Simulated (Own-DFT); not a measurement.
Simulation results for GaP (zincblende, atoms displaced)

Computed with Own-DFT development build. A calculation, not a measurement: plane-wave PBE density functional theory by an unreviewed code, no spin, of a simulated periodic cell, stress positive in tension, free energy of the whole cell less one offset for each atom, forces on such cells passed a denser k mesh, this cell's mesh not checked; offsets are fitted by least squares, one for each functional and potential file, so energies compare only between cells with the same atoms and settings and are not formation energies; the far tail of each file's local potential was reset to the Coulomb form; each entry is a single point on an unrelaxed cell, so the pressure reflects the starting lattice, mostly measured values (interpolated for alloys), from which strain is counted, and rises with the displacements; printed positions are rounded, which can move forces by about a meV/angstrom; the program, named Own-DFT, is a retired in-house code; no spin-orbit coupling.

```cif
# cell vector a (Å): 10.9010 0.0000 0.0000
# cell vector b (Å): 0.0000 10.9010 0.0000
# cell vector c (Å): 0.0000 0.0000 10.9010
data_GaP
_symmetry_space_group_name_H-M 'P 1'
_symmetry_Int_Tables_number 1
_cell_length_a 10.9010
_cell_length_b 10.9010
_cell_length_c 10.9010
_cell_angle_alpha 90.000
_cell_angle_beta 90.000
_cell_angle_gamma 90.000
_cell_volume 1295.39
loop_
_atom_site_label
_atom_site_type_symbol
_atom_site_fract_x
_atom_site_fract_y
_atom_site_fract_z
_atom_site_occupancy
Ga1 Ga 0.00038 0.00021 0.00128 1
Ga2 Ga 0.99861 0.24781 0.25488 1
Ga3 Ga 0.25016 0.00149 0.25166 1
Ga4 Ga 0.25224 0.24883 0.00021 1
P1 P 0.12470 0.12702 0.12396 1
P2 P 0.12508 0.37441 0.37503 1
P3 P 0.37613 0.12116 0.37629 1
P4 P 0.37664 0.37628 0.12319 1
Ga5 Ga 0.00018 0.00061 0.49950 1
Ga6 Ga 0.00484 0.24959 0.74956 1
Ga7 Ga 0.25326 0.99919 0.75030 1
Ga8 Ga 0.24893 0.24941 0.49858 1
P5 P 0.12545 0.12274 0.62529 1
P6 P 0.12493 0.37305 0.87653 1
P7 P 0.37334 0.12355 0.87687 1
P8 P 0.37575 0.37510 0.62468 1
Ga9 Ga 0.00084 0.50194 0.99949 1
Ga10 Ga 0.00065 0.75129 0.24990 1
Ga11 Ga 0.25195 0.49780 0.24776 1
Ga12 Ga 0.24771 0.75125 0.00027 1
P9 P 0.12734 0.62428 0.12549 1
P10 P 0.12592 0.87706 0.37737 1
P11 P 0.37543 0.62346 0.37697 1
P12 P 0.37722 0.87403 0.12310 1
Ga13 Ga 0.99739 0.49727 0.49627 1
Ga14 Ga 0.99913 0.74799 0.74839 1
Ga15 Ga 0.25019 0.50106 0.75357 1
Ga16 Ga 0.25117 0.74986 0.50029 1
P13 P 0.12539 0.62781 0.62607 1
P14 P 0.12279 0.87378 0.87617 1
P15 P 0.37407 0.62158 0.87622 1
P16 P 0.37369 0.87379 0.62448 1
Ga17 Ga 0.49776 0.99823 0.00140 1
Ga18 Ga 0.50330 0.24992 0.25183 1
Ga19 Ga 0.75113 0.99942 0.25201 1
Ga20 Ga 0.74716 0.24834 0.99693 1
P17 P 0.62500 0.12550 0.12377 1
P18 P 0.62611 0.37359 0.37732 1
P19 P 0.87229 0.12729 0.37734 1
P20 P 0.87333 0.37758 0.12169 1
Ga21 Ga 0.50083 0.00083 0.49873 1
Ga22 Ga 0.50054 0.24700 0.74800 1
Ga23 Ga 0.74711 0.99982 0.75068 1
Ga24 Ga 0.74904 0.25104 0.50116 1
P21 P 0.62411 0.12547 0.62612 1
P22 P 0.62910 0.37755 0.87497 1
P23 P 0.87666 0.12274 0.87534 1
P24 P 0.87500 0.37464 0.62484 1
Ga25 Ga 0.49721 0.49898 0.00403 1
Ga26 Ga 0.49924 0.74960 0.25190 1
Ga27 Ga 0.74607 0.50224 0.25111 1
Ga28 Ga 0.74870 0.75246 0.00098 1
P25 P 0.62787 0.62289 0.12623 1
P26 P 0.62689 0.87561 0.37627 1
P27 P 0.87757 0.62719 0.37399 1
P28 P 0.87746 0.87625 0.12626 1
Ga29 Ga 0.49745 0.49780 0.50117 1
Ga30 Ga 0.49929 0.75090 0.74964 1
Ga31 Ga 0.74985 0.49714 0.74867 1
Ga32 Ga 0.75117 0.75028 0.50122 1
P29 P 0.62614 0.62691 0.62586 1
P30 P 0.62528 0.87810 0.87503 1
P31 P 0.87549 0.62381 0.87542 1
P32 P 0.87601 0.87476 0.62548 1
_calc_functional 'PBE'
_calc_potential_files 'PseudoDojo norm-conserving, scalar-relativistic, standard set'
_calc_wave_cutoff 42  # hartree
_calc_occupations 'Fermi-Dirac'
_calc_smearing_width 0.1  # eV
_calc_k_mesh '3 x 3 x 3 centred on Gamma'
_calc_free_energy_of_cell_above_offsets '-35.733'  # eV
_calc_pressure 2.71  # GPa
_calc_stress_xx -2.71  # GPa
_calc_stress_yy -2.71  # GPa
_calc_stress_zz -2.72  # GPa
_calc_stress_yz 0.27  # GPa
_calc_stress_xz 0.1  # GPa
_calc_stress_xy 0.02  # GPa
```

Force:
| element | x (eV/Å) | y (eV/Å) | z (eV/Å) |
| --- | --- | --- | --- |
| Ga | 0.087 | 0.008 | -0.085 |
| Ga | -0.124 | 0.445 | -0.713 |
| Ga | -0.021 | -0.205 | -0.428 |
| Ga | -0.218 | 0.186 | 0.043 |
| P | 0.063 | -0.134 | 0.389 |
| P | 0.128 | 0.006 | -0.17 |
| P | -0.042 | 0.667 | -0.221 |
| P | -0.095 | -0.681 | 0.516 |
| Ga | -0.203 | 0.021 | 0.138 |
| Ga | -0.459 | -0.113 | 0.046 |
| Ga | -0.473 | -0.164 | 0.12 |
| Ga | 0.184 | -0.077 | 0.216 |
| P | 0.209 | 0.118 | -0.06 |
| P | 0.185 | 0.242 | -0.006 |
| P | 0.387 | 0.101 | -0.226 |
| P | -0.388 | -0.222 | 0.254 |
| Ga | -0.007 | -0.169 | 0.102 |
| Ga | 0.32 | -0.026 | 0.015 |
| Ga | -0.127 | 0.174 | 0.269 |
| Ga | 0.25 | -0.176 | -0.103 |
| P | -0.197 | 0.112 | 0.098 |
| P | 0 | -0.235 | -0.297 |
| P | -0.132 | 0.027 | -0.256 |
| P | -0.463 | -0.078 | 0.493 |
| Ga | 0.323 | 0.409 | 0.434 |
| Ga | -0.053 | 0.157 | 0.298 |
| Ga | -0.214 | -0.262 | -0.418 |
| Ga | -0.201 | -0.064 | -0.032 |
| P | -0.044 | -0.661 | -0.307 |
| P | 0.161 | 0.174 | -0.282 |
| P | 0.258 | 0.618 | 0.143 |
| P | 0.387 | 0.204 | -0.036 |
| Ga | 0.304 | 0.295 | -0.11 |
| Ga | -0.308 | -0.101 | -0.128 |
| Ga | -0.073 | 0.176 | -0.251 |
| Ga | 0.514 | 0.12 | 0.159 |
| P | -0.006 | -0.256 | 0.18 |
| P | -0.186 | 0.341 | -0.083 |
| P | 0.139 | -0.368 | 0.03 |
| P | 0.042 | -0.382 | 0.54 |
| Ga | 0.065 | -0.298 | 0.353 |
| Ga | -0.085 | 0.494 | 0.524 |
| Ga | 0.533 | 0.091 | -0.151 |
| Ga | 0.041 | -0.072 | 0.243 |
| P | 0.161 | -0.204 | -0.281 |
| P | -0.932 | -0.367 | -0.035 |
| P | -0.142 | 0.252 | -0.223 |
| P | 0.204 | -0.165 | 0.041 |
| Ga | 0.676 | 0.26 | -0.543 |
| Ga | 0.255 | -0.07 | -0.13 |
| Ga | 0.722 | -0.38 | 0.101 |
| Ga | 0.27 | -0.177 | -0.089 |
| P | -0.674 | 0.55 | -0.169 |
| P | -0.172 | -0.15 | -0.068 |
| P | -0.424 | -0.185 | 0.019 |
| P | -0.282 | -0.064 | -0.023 |
| Ga | 0.48 | 0.258 | 0.069 |
| Ga | 0.007 | -0.158 | 0.238 |
| Ga | 0.194 | 0.501 | 0.029 |
| Ga | 0.117 | -0.027 | -0.057 |
| P | -0.179 | -0.34 | -0.127 |
| P | -0.311 | -0.4 | 0.123 |
| P | -0.244 | 0.223 | -0.131 |
| P | -0.182 | 0.204 | 0.015 |
